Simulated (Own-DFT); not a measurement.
Simulation results for Hf36O71 (tetragonal hafnia with one neutral oxygen vacancy, atoms displaced)

A calculation, not a measurement: plane-wave PBE and HSE06 DFT by an unreviewed code, no spin, of a simulated cell at Gamma alone, so results move with cell size and shape, stress positive in tension, energies less offsets, not probed for a lower state with spin; hafnium file: forces about 75 meV/angstrom off all-electron values; oxygen file: force components 24 meV/angstrom off all-electron in a glass; k mesh not checked against a denser one; forces and stress are PBE's, HSE06 gives the energy alone, and its difference from PBE has offsets of its own; offsets are fitted by least squares, one for each functional and potential file, so energies compare only between cells with the same atoms and settings and are not formation energies; the far tail of each file's local potential was reset to the Coulomb form; each entry is a single point on an unrelaxed cell, so the pressure reflects the starting lattice, taken from the Materials Project, from which strain is counted, and rises with the displacements; printed positions are rounded, which can move forces by about a meV/angstrom; the program is a retired in-house code; no spin-orbit coupling. Program: Own-DFT development build.

Settings shared by all entries: first functional PBE; second functional HSE06; exact exchange share 0.25; screening 0.11 1/bohr; exchange divergence Gygi-Baldereschi; potential files PseudoDojo norm-conserving, scalar-relativistic, made for PBE, standard set; wave cutoff 48 hartree; occupations fixed; k mesh 1 x 1 x 1 centred on Gamma.

(1) Hf36O71 (tetragonal hafnia with one neutral oxygen vacancy, atoms displaced)

```
Hf36O71
1.0
     10.7800     0.0000     0.0000
      0.0000    10.7800     0.0000
      0.0000     0.0000    10.4493
Hf O Hf O Hf O Hf O Hf O Hf O Hf O Hf O Hf O Hf O Hf O Hf O Hf O Hf O Hf O Hf O Hf O Hf O
2 4 2 4 2 4 2 4 2 3 2 4 2 4 2 4 2 4 2 4 2 4 2 4 2 4 2 4 2 4 2 4 2 4 2 4
Direct
  0.99506 0.00203 0.00436
  0.16754 0.16990 0.24696
  0.99615 0.16691 0.15126
  0.17209 0.99697 0.34833
  0.00267 0.16735 0.40744
  0.16946 0.99508 0.09922
  0.00289 0.99590 0.50209
  0.16277 0.16725 0.75160
  0.99760 0.16146 0.65491
  0.16699 0.00219 0.84495
  0.00230 0.16935 0.90495
  0.16400 0.00309 0.59822
  0.99729 0.33076 0.00386
  0.16725 0.49925 0.24706
  0.00129 0.50454 0.15359
  0.16771 0.33137 0.34183
  0.00056 0.49807 0.40507
  0.16387 0.33210 0.09765
  0.99932 0.33485 0.50314
  0.17073 0.50058 0.75287
  0.00314 0.49653 0.65086
  0.16712 0.33574 0.85257
  0.00030 0.49739 0.90079
  0.16481 0.33323 0.59045
  0.99904 0.66485 0.00031
  0.16206 0.82978 0.24850
  0.99635 0.82583 0.15767
  0.99891 0.82627 0.40455
  0.16532 0.66745 0.09659
  0.99786 0.66694 0.50006
  0.16628 0.83508 0.74745
  0.99812 0.82917 0.65065
  0.16902 0.66960 0.84656
  0.99996 0.83128 0.90205
  0.16077 0.66758 0.59368
  0.33279 0.00323 0.99805
  0.49903 0.16943 0.24795
  0.33459 0.16307 0.15119
  0.49567 0.00419 0.35048
  0.32961 0.16899 0.40251
  0.49919 0.99667 0.09855
  0.33656 0.00419 0.50401
  0.50227 0.16734 0.74960
  0.33744 0.16861 0.65362
  0.50452 0.00442 0.85237
  0.33454 0.17071 0.90501
  0.49863 0.99408 0.59867
  0.33083 0.33441 0.99896
  0.50136 0.50350 0.24503
  0.33196 0.49900 0.15217
  0.49768 0.33700 0.34394
  0.33273 0.49893 0.40123
  0.50404 0.33105 0.09935
  0.33878 0.32795 0.50106
  0.50135 0.50182 0.75003
  0.33167 0.49566 0.64965
  0.50479 0.33249 0.85043
  0.33789 0.50230 0.90536
  0.49797 0.33644 0.59778
  0.33030 0.66500 0.00016
  0.50151 0.82777 0.24928
  0.33574 0.83841 0.15500
  0.50102 0.66840 0.34567
  0.33361 0.83236 0.39940
  0.50029 0.66593 0.09607
  0.33492 0.66836 0.50077
  0.49522 0.83122 0.75230
  0.33617 0.82835 0.65225
  0.49784 0.66863 0.85008
  0.33085 0.83276 0.90151
  0.50239 0.66535 0.59846
  0.67079 0.99651 0.99555
  0.83647 0.16142 0.25285
  0.66315 0.16671 0.14790
  0.83862 0.99824 0.34450
  0.66711 0.16901 0.40283
  0.83839 0.99832 0.09788
  0.66575 0.99769 0.50289
  0.83767 0.16432 0.75089
  0.66750 0.17009 0.65266
  0.83288 0.99776 0.84338
  0.66507 0.16569 0.90225
  0.83069 0.00327 0.59596
  0.66970 0.33506 0.99975
  0.83389 0.50125 0.25033
  0.66696 0.50669 0.15471
  0.83277 0.33122 0.34683
  0.66694 0.50065 0.40346
  0.83493 0.33135 0.09457
  0.66771 0.33654 0.49757
  0.83998 0.50004 0.74480
  0.66556 0.50190 0.65326
  0.83288 0.33659 0.84924
  0.66807 0.50154 0.90407
  0.83586 0.33498 0.59700
  0.66439 0.67032 0.00026
  0.83272 0.83647 0.25391
  0.66783 0.83142 0.15287
  0.83443 0.66555 0.34483
  0.66846 0.83397 0.40037
  0.83471 0.67160 0.09806
  0.66830 0.66472 0.49970
  0.83921 0.83135 0.75372
  0.66873 0.83055 0.65176
  0.83377 0.66854 0.84854
  0.66721 0.83301 0.90773
  0.83282 0.66920 0.60076
```

Results for Hf36O71 (tetragonal hafnia with one neutral oxygen vacancy, atoms displaced): PBE energy of cell above offsets -100.886 eV; HSE06 less PBE above offsets -0.129 eV; PBE pressure 1.09 GPa; PBE stress xx -1.02 GPa; PBE stress yy -0.4 GPa; PBE stress zz -1.85 GPa; PBE stress yz 0.13 GPa; PBE stress xz 0.27 GPa; PBE stress xy -0.05 GPa.

Force:
| element | x (eV/Å) | y (eV/Å) | z (eV/Å) |
| --- | --- | --- | --- |
| Hf | 2.019 | -0.561 | -0.593 |
| Hf | 0.205 | -0.923 | 0.758 |
| O | 0.767 | -0.267 | 0.058 |
| O | -0.84 | 0.307 | -0.175 |
| O | -0.255 | -0.666 | -0.344 |
| O | -1.412 | 0.336 | -0.638 |
| Hf | -0.427 | 0.603 | -0.742 |
| Hf | 0.713 | 0.405 | -0.188 |
| O | 0.647 | 0.219 | 0.107 |
| O | 0.03 | -0.125 | 0.008 |
| O | -0.24 | -0.831 | -0.434 |
| O | 0.819 | -0.342 | 0.404 |
| Hf | 0.191 | 0.962 | -0.645 |
| Hf | 0.154 | 0.41 | 1.31 |
| O | -0.452 | -0.295 | -0.209 |
| O | -0.189 | 0.456 | -0.08 |
| O | 0.117 | 0.367 | -0.415 |
| O | 0.393 | -0.2 | -0.013 |
| Hf | 0.353 | -0.063 | -0.985 |
| Hf | -0.485 | -0.057 | -0.555 |
| O | 0.189 | 0.181 | 0.385 |
| O | 0.348 | -0.242 | -0.733 |
| O | 0.052 | 0.504 | 0.231 |
| O | 0.591 | -0.516 | 1.018 |
| Hf | -0.659 | -0.146 | 0.111 |
| Hf | 1.465 | 0.119 | 0.513 |
| O | 0.489 | 0.66 | -0.503 |
| O | 0.467 | 1.279 | -0.347 |
| O | 0.332 | 0.027 | 0.252 |
| Hf | 0.043 | -0.993 | -0.234 |
| Hf | 0.157 | -0.218 | 0.378 |
| O | 0.505 | 0.699 | 0.132 |
| O | 0.011 | -0.555 | -0.189 |
| O | 0.081 | 0.826 | 0.195 |
| O | 1.308 | 0.13 | -0.108 |
| Hf | 0.784 | -0.617 | 0.985 |
| Hf | 0.654 | -0.57 | -0.139 |
| O | -0.504 | 0.436 | -0.047 |
| O | 0.243 | -0.535 | -0.02 |
| O | 0.195 | -0.579 | 0.028 |
| O | 0.567 | 0.102 | -0.598 |
| Hf | -0.48 | -0.57 | -1.815 |
| Hf | 0.731 | 0.39 | 0.835 |
| O | -0.907 | -0.318 | -0.081 |
| O | -0.427 | -0.969 | -0.785 |
| O | -0.267 | -0.318 | -0.506 |
| O | 0.49 | 0.29 | 0.478 |
| Hf | 0.828 | -0.136 | 0.564 |
| Hf | -0.66 | -0.533 | 0.555 |
| O | 0.202 | 0.076 | -0.423 |
| O | 0.171 | -0.234 | 0.476 |
| O | -0.322 | 0.59 | 0.276 |
| O | -0.826 | 0.559 | -0.379 |
| Hf | -1.046 | 1.464 | -0.582 |
| Hf | 0.096 | -0.479 | 0.162 |
| O | 0.203 | 0.518 | 0.857 |
| O | -0.351 | 0.458 | -0.598 |
| O | -0.361 | -0.481 | -0.612 |
| O | 1.083 | -0.127 | 0.061 |
| Hf | 0.36 | 1.04 | 0.305 |
| Hf | -0.793 | 2.075 | -0.179 |
| O | -0.641 | -0.847 | -0.224 |
| O | 0.173 | -0.849 | 0.544 |
| O | -0.219 | -0.262 | 1.055 |
| O | -0.597 | 0.035 | 0.303 |
| Hf | -0.519 | -0.43 | -0.772 |
| Hf | 1.228 | 0.641 | -0.016 |
| O | -1.025 | 0.187 | -0.091 |
| O | 0.157 | -0.227 | -0.265 |
| O | 0.19 | 0.399 | -0.112 |
| O | -0.241 | -0.055 | -0.013 |
| Hf | -1.74 | 1.344 | 1.106 |
| Hf | -1.42 | 1.274 | -0.103 |
| O | 1.312 | -0.324 | 0.8 |
| O | 0.001 | 0.427 | 0.794 |
| O | 0.074 | -0.539 | 0.152 |
| O | -1.133 | 0.002 | 0.253 |
| Hf | -0.447 | 0.312 | -0.307 |
| Hf | -1.627 | 0.867 | -0.026 |
| O | 0.012 | -0.152 | 0.043 |
| O | 0.287 | 0.478 | 0.933 |
| O | 0.712 | 0.076 | 0.006 |
| O | 0.726 | -0.137 | -0.093 |
| Hf | -0.669 | -0.637 | -0.448 |
| Hf | 0.24 | -0.076 | -0.053 |
| O | 0.515 | -0.342 | -0.183 |
| O | -0.014 | 0.3 | -0.227 |
| O | 0.105 | 0.006 | -0.258 |
| O | -0.364 | 0.353 | 0.777 |
| Hf | -0.024 | -0.796 | 0.334 |
| Hf | -0.843 | 0.025 | 0.976 |
| O | 0.584 | -0.199 | -0.115 |
| O | 0.158 | -0.695 | -0.58 |
| O | -0.31 | 0.362 | 0.013 |
| O | -0.633 | 0.128 | 0.323 |
| Hf | 0.962 | -0.933 | 0.323 |
| Hf | -0.416 | -1.67 | -0.748 |
| O | 0.162 | 0.168 | 0 |
| O | -0.297 | 0.029 | 0.613 |
| O | 0.079 | 0.027 | 0.314 |
| O | -0.373 | -0.528 | -0.429 |
| Hf | -0.051 | 0.718 | 0.409 |
| Hf | -1.12 | -0.618 | -0.776 |
| O | -0.329 | 0.347 | 0.623 |
| O | 0.201 | -0.612 | -0.131 |
| O | -0.007 | -0.027 | -0.956 |
| O | 0.033 | -0.566 | -0.321 |

(2) Hf36O71 (tetragonal hafnia with one neutral oxygen vacancy, atoms displaced)

```
Hf36O71
1.0
     10.7800     0.0000     0.0000
      0.0000    10.7800     0.0000
      0.0000     0.0000    10.4493
Hf O Hf O Hf O Hf O Hf O Hf O Hf O Hf O Hf O Hf O Hf O Hf O Hf O Hf O Hf O Hf O Hf O Hf O
2 4 2 4 2 4 2 4 2 3 2 4 2 4 2 4 2 4 2 4 2 4 2 4 2 4 2 4 2 4 2 4 2 4 2 4
Direct
  0.00659 0.99179 0.99739
  0.17184 0.16561 0.24635
  0.99905 0.16470 0.14907
  0.15902 0.99968 0.34998
  0.00693 0.16737 0.40015
  0.16395 0.99865 0.10639
  0.00762 0.99827 0.50623
  0.16806 0.17228 0.74191
  0.00117 0.17560 0.65425
  0.16687 0.99811 0.84760
  0.00061 0.16429 0.89852
  0.17563 0.00285 0.60486
  0.99928 0.33153 0.99906
  0.16714 0.49778 0.24213
  0.00006 0.49929 0.15383
  0.16392 0.33818 0.35313
  0.99663 0.49680 0.39771
  0.16513 0.33087 0.10316
  0.00507 0.33966 0.49885
  0.17090 0.50397 0.74914
  0.01103 0.49829 0.65023
  0.16071 0.32920 0.84830
  0.00319 0.49305 0.90441
  0.17185 0.32964 0.59764
  0.00078 0.66546 0.99905
  0.16827 0.83233 0.25796
  0.99372 0.82472 0.15756
  0.16392 0.67004 0.35130
  0.16616 0.67342 0.09630
  0.00239 0.67056 0.50744
  0.16799 0.82367 0.75017
  0.98891 0.82726 0.65086
  0.16721 0.67041 0.84232
  0.00747 0.83217 0.90169
  0.17105 0.66398 0.59662
  0.32895 0.99668 0.99923
  0.49797 0.16039 0.25403
  0.33801 0.17157 0.15509
  0.49301 0.00490 0.34754
  0.33224 0.17121 0.40190
  0.51049 0.00726 0.10165
  0.33482 0.99889 0.50043
  0.50442 0.17080 0.75311
  0.33818 0.16886 0.65285
  0.50972 0.00710 0.85052
  0.33828 0.16850 0.89664
  0.50215 0.99960 0.60299
  0.34110 0.33054 0.99619
  0.50571 0.50510 0.25587
  0.32912 0.49622 0.15571
  0.50129 0.33365 0.34842
  0.32922 0.50073 0.40366
  0.50048 0.33467 0.09532
  0.33577 0.33197 0.49370
  0.50884 0.50606 0.74256
  0.32933 0.49442 0.65361
  0.49930 0.33250 0.84178
  0.32699 0.50044 0.89738
  0.49556 0.33345 0.59243
  0.33028 0.66323 0.99759
  0.49752 0.83179 0.24530
  0.32467 0.83418 0.15228
  0.50195 0.66491 0.34276
  0.33540 0.83657 0.40649
  0.49789 0.66797 0.09448
  0.33069 0.66504 0.50680
  0.49790 0.83675 0.75921
  0.33125 0.83916 0.64727
  0.50689 0.66781 0.84131
  0.32927 0.82758 0.89899
  0.49636 0.66574 0.60137
  0.67213 0.00272 0.00607
  0.82895 0.16250 0.25047
  0.66703 0.16315 0.14722
  0.82912 0.99812 0.35938
  0.66404 0.16375 0.39506
  0.83450 0.99890 0.09709
  0.66129 0.99980 0.50249
  0.83134 0.16616 0.75240
  0.66240 0.16303 0.65364
  0.83386 0.99950 0.84676
  0.66721 0.16797 0.90181
  0.82839 0.99807 0.60305
  0.66562 0.33638 0.99743
  0.82873 0.49609 0.25604
  0.66955 0.49862 0.15097
  0.82374 0.33691 0.34861
  0.66834 0.49908 0.39718
  0.83416 0.32868 0.09104
  0.66771 0.33672 0.50133
  0.83249 0.49353 0.74576
  0.66829 0.50248 0.66237
  0.84292 0.33494 0.84462
  0.66662 0.49412 0.90257
  0.82753 0.33329 0.59359
  0.66344 0.66885 0.00667
  0.83959 0.83564 0.24939
  0.66549 0.83216 0.15269
  0.82963 0.66659 0.34619
  0.66183 0.83418 0.40591
  0.83405 0.66634 0.09714
  0.66814 0.66302 0.49684
  0.83083 0.83252 0.75736
  0.65961 0.83408 0.65328
  0.82622 0.67006 0.84249
  0.66390 0.83545 0.90024
  0.82989 0.67247 0.59817
```

Results for Hf36O71 (tetragonal hafnia with one neutral oxygen vacancy, atoms displaced): PBE energy of cell above offsets -98.067 eV; HSE06 less PBE above offsets 0.017 eV; PBE pressure 1.65 GPa; PBE stress xx -1.75 GPa; PBE stress yy -1.32 GPa; PBE stress zz -1.89 GPa; PBE stress yz 0.29 GPa; PBE stress xz 0.47 GPa; PBE stress xy 0.03 GPa.

Force:
| element | x (eV/Å) | y (eV/Å) | z (eV/Å) |
| --- | --- | --- | --- |
| Hf | -0.677 | 2.819 | -0.032 |
| Hf | -2.066 | 1.238 | 0.716 |
| O | 0.087 | -0.134 | 0.701 |
| O | 0.258 | -0.457 | 0.387 |
| O | -0.608 | 0.037 | 0.762 |
| O | 0.892 | 0.056 | -0.847 |
| Hf | -1.121 | 0.744 | -0.497 |
| Hf | 0.255 | -0.159 | 0.833 |
| O | -0.82 | -0.524 | -0.487 |
| O | 0.44 | -0.3 | 0.633 |
| O | -0.243 | -0.814 | 0.633 |
| O | -1.829 | -0.138 | -0.815 |
| Hf | 0.734 | -1.278 | 0.213 |
| Hf | -0.893 | -0.515 | 1.558 |
| O | -0.471 | 0.289 | -0.387 |
| O | 0.215 | -0.47 | -0.818 |
| O | -0.334 | 1.346 | 0.851 |
| O | 0.782 | -0.02 | -0.555 |
| Hf | 0.678 | -1.503 | -0.203 |
| Hf | 0.068 | -2.404 | 0.814 |
| O | -2.051 | 0.172 | -0.15 |
| O | 0.625 | 0.921 | -0.206 |
| O | -0.093 | 2.475 | -0.368 |
| O | -0.478 | -0.046 | -0.106 |
| Hf | -0.936 | -1.206 | 0.636 |
| Hf | -1.015 | 0.086 | 0.056 |
| O | 2.229 | 0.517 | -0.352 |
| O | -0.34 | -0.394 | -0.013 |
| O | 0.09 | -0.494 | -0.376 |
| Hf | -0.851 | -0.144 | -1.496 |
| Hf | -0.2 | 3.295 | -1.127 |
| O | 2.523 | 0.102 | -0.216 |
| O | -0.163 | -1.693 | 1.251 |
| O | -0.463 | -0.858 | -0.081 |
| O | -1.127 | 0.556 | 1.072 |
| Hf | 0.491 | 0.963 | -0.365 |
| Hf | 1.459 | 1.682 | -0.704 |
| O | -0.706 | -0.638 | -0.995 |
| O | -0.098 | -1.986 | 0.489 |
| O | -0.269 | -1.475 | -0.635 |
| O | -2.567 | -1.022 | -0.093 |
| Hf | 0.773 | 0.826 | 1.029 |
| Hf | -1.122 | -1.031 | -0.707 |
| O | -0.043 | -0.12 | -0.285 |
| O | -1.056 | -1.369 | 0.433 |
| O | -0.391 | -0.982 | 1.34 |
| O | -1.248 | -0.067 | -0.599 |
| Hf | -1.229 | 0.217 | 0.207 |
| Hf | -1.136 | -2.351 | -1.17 |
| O | 1.676 | 0.681 | -0.83 |
| O | -0.027 | 0.528 | -0.451 |
| O | 0.556 | 0.814 | -0.01 |
| O | 0.335 | 0.267 | -0.224 |
| Hf | -0.72 | 0.589 | 0.762 |
| Hf | -2.897 | -0.76 | 1.281 |
| O | 1.287 | 0.811 | -0.29 |
| O | 0.027 | 1.631 | 0.703 |
| O | 0.286 | 0.238 | 0.87 |
| O | 1.825 | 0.697 | 0.421 |
| Hf | -0.091 | -0.626 | 0.398 |
| Hf | 0.406 | 0.854 | 0.782 |
| O | 1.998 | 0.357 | -0.347 |
| O | -0.038 | 1.023 | 0.645 |
| O | -0.06 | -1.132 | -0.93 |
| O | -0.727 | 0.008 | 0.418 |
| Hf | 0.976 | -0.058 | -1.321 |
| Hf | 1.101 | 1.141 | -1.6 |
| O | 0.235 | -0.767 | 0.961 |
| O | -0.346 | -0.541 | 1.179 |
| O | 0.543 | 0.802 | 0.375 |
| O | 0.493 | -0.776 | -0.794 |
| Hf | -0.592 | 0.301 | -1.35 |
| Hf | 0.773 | 0.319 | 0.037 |
| O | 0.205 | 0.265 | 0.727 |
| O | 0.918 | -0.177 | -1.368 |
| O | 0.088 | 0.661 | 0.932 |
| O | 0.953 | -0.421 | 0.701 |
| Hf | 1.295 | -0.283 | 0.498 |
| Hf | 0.594 | -0.783 | -0.369 |
| O | 1.09 | 0.78 | -0.556 |
| O | 0.16 | -0.026 | 0.811 |
| O | 0.626 | 0.532 | -0.087 |
| O | 0.966 | 0.483 | -0.405 |
| Hf | 0.21 | -1.255 | 0.866 |
| Hf | 1.767 | 0.752 | -1.16 |
| O | -0.857 | 0.38 | 0.046 |
| O | 0.154 | -1.601 | -0.086 |
| O | -0.515 | 0.433 | 0.833 |
| O | -0.678 | 0.297 | 0.616 |
| Hf | -1.153 | -2.088 | -1.252 |
| Hf | 1.849 | 0.865 | 1.113 |
| O | 0.661 | -0.214 | -2.562 |
| O | -0.671 | -0.192 | -0.267 |
| O | -0.001 | 1.511 | -0.346 |
| O | 0.939 | 0.697 | 0.751 |
| Hf | 1.457 | 0.067 | -1.378 |
| Hf | -2.047 | -0.113 | 1.282 |
| O | -0.015 | -0.348 | 0.031 |
| O | 0.191 | 0.462 | 0.408 |
| O | -0.564 | -0.636 | -0.291 |
| O | -0.234 | 0.076 | -0.643 |
| Hf | 0.081 | 2.485 | 0.452 |
| Hf | -1.859 | 0.949 | -1.75 |
| O | 0.499 | -0.373 | 0.526 |
| O | 0.641 | -1.843 | 0.88 |
| O | 0.031 | -0.349 | 1.08 |
| O | 0.232 | -1.137 | -0.651 |
